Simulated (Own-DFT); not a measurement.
# Computed records: Si$_{3}$N$_{4}$ (beta silicon nitride, atoms displaced)

All values are calculated (Own-DFT development build). A calculation, not a measurement: plane-wave PBE density functional theory by an unreviewed code, no spin, of a simulated periodic cell, stress positive in tension, free energy of the whole cell less one offset for each atom, forces on such cells moved up to 12 meV/angstrom on a denser k mesh; offsets are fitted by least squares, one for each functional and potential file, so energies compare only between cells with the same atoms and settings and are not formation energies; the far tail of each file's local potential was reset to the Coulomb form; each entry is a single point on an unrelaxed cell, so the pressure reflects the starting lattice, mostly measured values (interpolated for alloys), from which strain is counted, and rises with the displacements; printed positions are rounded, which can move forces by about a meV/angstrom; the program, named Own-DFT, is a retired in-house code; no spin-orbit coupling; before rounding, a Quantum ESPRESSO 7.3.1 run of the same cell and cutoff gave forces within 1 meV/angstrom rms on each cell, which checks the program and not the settings.

```cif
# cell vector a (Å): 15.2120 0.0000 0.0000
# cell vector b (Å): -7.6060 13.1740 0.0000
# cell vector c (Å): 0.0000 0.0000 5.8180
data_Si3N4
_symmetry_space_group_name_H-M 'P 1'
_symmetry_Int_Tables_number 1
_cell_length_a 15.2120
_cell_length_b 15.2120
_cell_length_c 5.8180
_cell_angle_alpha 90.000
_cell_angle_beta 90.000
_cell_angle_gamma 120.000
_cell_volume 1165.94
loop_
_atom_site_label
_atom_site_type_symbol
_atom_site_fract_x
_atom_site_fract_y
_atom_site_fract_z
_atom_site_occupancy
Si1 Si 0.08722 0.38591 0.11433 1
Si2 Si 0.10956 0.19739 0.14756 1
Si3 Si 0.29351 0.40937 0.10956 1
Si4 Si 0.41652 0.11425 0.37540 1
Si5 Si 0.38746 0.30000 0.36968 1
Si6 Si 0.20344 0.08822 0.37939 1
N1 N 0.16704 0.01688 0.12289 1
N2 N 0.48609 0.15108 0.12121 1
N3 N 0.34455 0.33266 0.12922 1
N4 N 0.33310 0.48646 0.37002 1
N5 N 0.01173 0.34674 0.36903 1
N6 N 0.15281 0.16327 0.36727 1
N7 N 0.16595 0.33258 0.13238 1
N8 N 0.33279 0.16994 0.37355 1
Si7 Si 0.08618 0.38388 0.62860 1
Si8 Si 0.11491 0.19724 0.63240 1
Si9 Si 0.30103 0.41258 0.63144 1
Si10 Si 0.41615 0.11850 0.87104 1
Si11 Si 0.38118 0.29625 0.86561 1
Si12 Si 0.20170 0.08757 0.88161 1
N9 N 0.17034 0.01769 0.62504 1
N10 N 0.48149 0.14699 0.61696 1
N11 N 0.35121 0.33238 0.63132 1
N12 N 0.33597 0.48578 0.87559 1
N13 N 0.01566 0.34941 0.88255 1
N14 N 0.14494 0.16468 0.87406 1
N15 N 0.16802 0.33199 0.63259 1
N16 N 0.33465 0.16525 0.87587 1
Si13 Si 0.08834 0.89059 0.13216 1
Si14 Si 0.11840 0.70210 0.14032 1
Si15 Si 0.29631 0.90925 0.11980 1
Si16 Si 0.41322 0.61967 0.38035 1
Si17 Si 0.38188 0.79636 0.37356 1
Si18 Si 0.20454 0.58308 0.38207 1
N17 N 0.16690 0.51736 0.12901 1
N18 N 0.48260 0.64305 0.11219 1
N19 N 0.34135 0.83030 0.13238 1
N20 N 0.33094 0.98379 0.37066 1
N21 N 0.01225 0.84616 0.36040 1
N22 N 0.15486 0.67550 0.38567 1
N23 N 0.16119 0.82712 0.14170 1
N24 N 0.33125 0.66819 0.38795 1
Si19 Si 0.08932 0.89044 0.61308 1
Si20 Si 0.11156 0.70020 0.61602 1
Si21 Si 0.29821 0.91772 0.62929 1
Si22 Si 0.41623 0.61352 0.86987 1
Si23 Si 0.38471 0.80205 0.87214 1
Si24 Si 0.19620 0.58015 0.85849 1
N25 N 0.16756 0.51681 0.61906 1
N26 N 0.49308 0.65878 0.61748 1
N27 N 0.34673 0.83167 0.61550 1
N28 N 0.33721 0.98805 0.89192 1
N29 N 0.01768 0.84231 0.88584 1
N30 N 0.15079 0.66694 0.86906 1
N31 N 0.17120 0.83297 0.63223 1
N32 N 0.33423 0.66729 0.88467 1
Si25 Si 0.59059 0.38726 0.09099 1
Si26 Si 0.61729 0.20115 0.13269 1
Si27 Si 0.79396 0.40912 0.12118 1
Si28 Si 0.91124 0.11340 0.37800 1
Si29 Si 0.88675 0.30073 0.37628 1
Si30 Si 0.70358 0.08952 0.37305 1
N33 N 0.66562 0.01442 0.10679 1
N34 N 0.98497 0.14700 0.13309 1
N35 N 0.85106 0.33070 0.12195 1
N36 N 0.83152 0.48426 0.38479 1
N37 N 0.52325 0.35184 0.37996 1
N38 N 0.65449 0.16479 0.37585 1
N39 N 0.67329 0.33997 0.12044 1
N40 N 0.83254 0.16876 0.37243 1
Si31 Si 0.57991 0.37567 0.62633 1
Si32 Si 0.61941 0.20373 0.63460 1
Si33 Si 0.79859 0.41557 0.63113 1
Si34 Si 0.91773 0.11819 0.86528 1
Si35 Si 0.88588 0.29655 0.88197 1
Si36 Si 0.69940 0.08683 0.87644 1
N41 N 0.67320 0.01752 0.64062 1
N42 N 0.98404 0.15185 0.63008 1
N43 N 0.84958 0.33470 0.63467 1
N44 N 0.83438 0.49041 0.86488 1
N45 N 0.51532 0.34676 0.87076 1
N46 N 0.64953 0.16602 0.88078 1
N47 N 0.66514 0.34241 0.62130 1
N48 N 0.83457 0.16306 0.85189 1
Si37 Si 0.58648 0.88003 0.12735 1
Si38 Si 0.61953 0.69770 0.12016 1
Si39 Si 0.80350 0.91647 0.12365 1
Si40 Si 0.91740 0.62099 0.37731 1
Si41 Si 0.88691 0.80013 0.37047 1
Si42 Si 0.70668 0.58737 0.38475 1
N49 N 0.66501 0.51523 0.10842 1
N50 N 0.99152 0.65731 0.13347 1
N51 N 0.85138 0.83351 0.12582 1
N52 N 0.83974 0.98729 0.36468 1
N53 N 0.51013 0.84430 0.37131 1
N54 N 0.64276 0.66143 0.38518 1
N55 N 0.66703 0.82874 0.11966 1
N56 N 0.83103 0.66398 0.37083 1
Si43 Si 0.58795 0.88579 0.62554 1
Si44 Si 0.61797 0.70480 0.62762 1
Si45 Si 0.79773 0.91606 0.61784 1
Si46 Si 0.90820 0.61243 0.87834 1
Si47 Si 0.87914 0.79197 0.86786 1
Si48 Si 0.70054 0.58603 0.86829 1
N57 N 0.66165 0.52289 0.62613 1
N58 N 0.98819 0.64835 0.62437 1
N59 N 0.84623 0.82778 0.61286 1
N60 N 0.83133 0.98253 0.89318 1
N61 N 0.51644 0.84697 0.87472 1
N62 N 0.65085 0.67239 0.89873 1
N63 N 0.66974 0.83777 0.59844 1
N64 N 0.83364 0.66579 0.85763 1
_calc_functional 'PBE'
_calc_potential_files 'PseudoDojo norm-conserving, scalar-relativistic, standard set'
_calc_wave_cutoff 42  # hartree
_calc_occupations 'Fermi-Dirac'
_calc_smearing_width 0.1  # eV
_calc_k_mesh '2 x 2 x 4 centred on Gamma'
_calc_free_energy_of_cell_above_offsets '-8.300'  # eV
_calc_pressure 7.93  # GPa
_calc_stress_xx -6.97  # GPa
_calc_stress_yy -5.61  # GPa
_calc_stress_zz -11.2  # GPa
_calc_stress_yz 0.91  # GPa
_calc_stress_xz -0.44  # GPa
_calc_stress_xy -0.88  # GPa
```

Force:
```csv
element,x (eV/Å),y (eV/Å),z (eV/Å)
Si,1.654,0.316,3.507
Si,0.729,2.844,-3.825
Si,-0.318,1.682,3.215
Si,-3.488,-0.523,-2.228
Si,0.996,-0.336,0.446
Si,2.308,0.062,-1.125
N,-0.32,0.496,1.38
N,1.233,0.567,0.681
N,1.732,-0.322,-1.667
N,0.42,-0.937,0.998
N,2.063,1.488,0.998
N,-1.414,0.244,3.329
N,-0.987,-1.088,-0.274
N,1.842,-0.699,0.047
Si,1.159,-0.855,-1.542
Si,-1.118,2.53,-2.204
Si,-1.575,0.527,-2.385
Si,-0.898,-1.053,0.885
Si,1.48,-1.476,3.747
Si,0.576,1.007,-1.017
N,-0.81,0.237,0.302
N,3.176,1.472,1.911
N,-1.218,1.291,-2.671
N,0.068,-1.135,-1.302
N,-0.547,0.065,-2.399
N,2.095,-1.56,2.781
N,-0.46,-0.348,-0.167
N,-1.22,0.857,-0.11
Si,2.324,-3.201,-2.49
Si,-0.009,0.327,-3.428
Si,-3.136,-0.329,2.1
Si,0.792,-0.504,-2.168
Si,-0.439,-0.461,0.009
Si,-1.253,3.639,-2.63
N,-0.583,-1.516,-1.308
N,1.297,1.08,2.733
N,2.419,-0.308,-1.771
N,0.631,1.219,0.459
N,0.84,1.579,3.107
N,3.936,-3.831,-1.523
N,0.455,4.178,-0.634
N,1.116,-0.742,-0.288
Si,1.456,-3.818,2.494
Si,1.559,2.804,3.862
Si,0.451,-1.726,-0.272
Si,-2.143,2.458,-0.379
Si,0.422,-2.702,0.234
Si,1.016,5.528,4.465
N,-0.629,-4.366,0.197
N,-2.508,-1.974,1.217
N,-0.494,2.04,1.992
N,0.315,-0.068,-2.611
N,-2.12,1.106,-2.822
N,0.251,-1.297,0.945
N,-2.745,1.302,-0.253
N,-0.132,-0.88,-0.797
Si,1.243,0.329,5.81
Si,-1.372,1.874,-0.368
Si,3.155,3.802,0.982
Si,-1.226,2.149,-0.429
Si,-0.98,-1.529,0.844
Si,2.538,-2.553,-0.026
N,-0.499,-0.639,4.285
N,-1.432,-0.37,-0.834
N,-2.253,1.594,0.881
N,0.758,0.561,-2.342
N,-3.34,-1.2,-4.374
N,-2.773,1.505,1.119
N,-2.752,-4.592,-0.33
N,1.126,-0.395,-0.215
Si,-0.054,4.588,-0.738
Si,-1.782,1.548,-1.802
Si,-0.499,-0.542,-1.285
Si,-2.283,-2.132,3.88
Si,0.139,-1.975,-1.842
Si,2.513,1.347,-0.313
N,-1.293,-1.107,-3.995
N,1.976,0.177,-2.695
N,-0.261,0.305,-0.559
N,0.285,-3.707,2.638
N,-2.867,-1.472,-0.627
N,0.227,0.021,-0.111
N,4.736,-3.812,0.709
N,-1.128,1.637,1.316
Si,1.101,-0.262,-0.661
Si,-6.632,2.852,8.655
Si,-1.578,-4.45,1.318
Si,-0.307,-1.445,-0.295
Si,-0.504,-2.645,-0.65
Si,-2.613,-0.02,-2.545
N,-0.137,0.387,2.046
N,-2.589,-2.55,-1.132
N,-0.57,0.498,-1.23
N,0.011,-0.609,2.234
N,1.37,1.616,0.542
N,2.868,-1.033,-1.486
N,0.082,1.791,0.322
N,1.611,2.118,-0.24
Si,0.072,-0.686,-0.417
Si,0.613,1.525,0.553
Si,0.466,-1.012,1.272
Si,2.802,4.342,0.206
Si,2.046,1.557,0.815
Si,-0.054,2.467,0.974
N,-0.081,-4.299,0.111
N,-3.324,-1.21,0.766
N,-1.502,2.05,1.671
N,1.102,2.913,-5.529
N,-1.031,0.479,-0.097
N,5.915,-3.402,-10.26
N,-0.125,-0.549,1.051
N,-1.161,-0.723,0.672
```
